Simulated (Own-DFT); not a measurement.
# Same atoms, different arrangement: C36Si36, 72 atoms

The numbers are computed, not measured, by runs of the plane-wave DFT program Own-DFT (in-house, retired, unreviewed) at fixed positions, with no spin and no spin-orbit coupling.

Settings: PBE; PseudoDojo norm-conserving scalar-relativistic files; cutoff 42 hartree; 4 x 4 x 3 k mesh centred on Gamma; Fermi-Dirac smearing of 0.1 eV.

Caveats: forces on such cells passed a denser k mesh, each cell not checked; stress not checked against mesh or cutoff.

All cells hold the same atoms in the same cell, with vectors in Å (9.248, 0.000, 0.000); (-4.624, 8.009, 0.000); (0.000, 0.000, 10.068). u is the rms random offset of the atoms per axis. E is the free energy of the whole cell, counted from the lowest run. The arrangements:

- A: 2H SiC
- B: 4H SiC

```
arrangement   u (Å)  E (eV)  P (GPa)
          A  0.0285   0.365     3.77
          A  0.0303   0.771     3.92
          A  0.0317   0.864     3.99
          A  0.0566   7.179     6.22
          A  0.0610   8.393     6.22
          A  0.0612   9.057     6.74
          B  0.0281   0.003     3.58
          B  0.0292   0.000     3.62
          B  0.0309   0.607     3.86
          B  0.0601   8.206     6.03
          B  0.0642   8.414     6.49
          B  0.0693  11.111     7.23
```

Q: how far apart are the arrangements at u = 0?

## Solution

Fit E = a + b u², with one b for all and one a for each arrangement, and with residuals divided by u², since the noise grows with the moves. Then b = 2793 eV/Å², the scatter at u = 0.04 Å is 0.21 eV, and against A:

- B: -0.36 ± 0.09 eV (lower)

The cells share one lattice and weren't relaxed, which can shift such small differences either way.
